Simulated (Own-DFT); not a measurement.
# Point defects and the pressure they add: C11b WSi2

Everything here is calculated. The program is Own-DFT (plane waves, in-house, since retired, never reviewed by a person); positions were held fixed, and spin and spin-orbit coupling were off.

Common settings: PBE; PseudoDojo norm-conserving scalar-relativistic files; cutoff 50 hartree; 5 x 5 x 5 k mesh centred on Gamma; cold (Marzari-Vanderbilt) smearing of 0.2 eV.

Known weak points: forces on such cells failed a check on a denser k mesh; stress not checked against mesh or cutoff.

All runs share one cell, with vectors in Å (-2.148, -5.953, 3.409); (-6.444, 2.976, 1.136); (-2.553, -2.948, -6.757) and a volume of 403.2 Å³. u is the rms random offset of the atoms per axis. The defect's site can differ from row to row.

| cell | formula | u (Å) | P (GPa) |
|---|---|---|---|
| no defect | Si20W10 | 0.0187 | 4.44 |
| no defect | Si20W10 | 0.0469 | 6.52 |
| no defect | Si20W10 | 0.0511 | 5.94 |
| one W vacancy | Si20W9 | 0.0303 | 3.63 |
| one W vacancy | Si20W9 | 0.0303 | 3.41 |
| one W vacancy | Si20W9 | 0.0530 | 4.60 |
| one W vacancy | Si20W9 | 0.0534 | ? |
| one Si vacancy | Si19W10 | 0.0292 | 3.58 |
| one Si vacancy | Si19W10 | 0.0477 | 3.81 |
| one Si vacancy | Si19W10 | 0.0531 | 4.00 |
| one W on a Si site | Si19W11 | 0.0296 | 9.93 |
| one W on a Si site | Si19W11 | 0.0482 | 10.58 |
| one W on a Si site | Si19W11 | 0.0522 | 11.84 |
| one Si on a W site | Si21W9 | 0.0321 | 6.27 |
| one Si on a W site | Si21W9 | 0.0329 | 6.46 |
| one Si on a W site | Si21W9 | 0.0556 | 7.70 |

## Worked fit

P = P0 + c u² + a shift for each defect gives P0 = 4.54 GPa, c = 633 ± 118 GPa/Å² and a scatter of 0.41 GPa. The shifts, and each times the cell's volume:

- one W on a Si site: 4.99 ± 0.33 GPa, 12.6 eV
- one Si on a W site: 1.17 ± 0.33 GPa, 2.9 eV
- one W vacancy: -1.64 ± 0.33 GPa, -4.1 eV
- one Si vacancy: -2.00 ± 0.33 GPa, -5.0 eV

Against the defect-free cell, a freed cell would be larger where the shift is positive and smaller where it is negative (160.2 GPa Å³ is 1 eV). The atoms around the defects weren't relaxed, which would change these numbers.

## Test on the hidden row

The question: what pressure belongs in the blank (one W vacancy, u = 0.0534 Å)?

From the fit: 4.71 ± 0.49 GPa. The calculation gave 4.51 GPa.
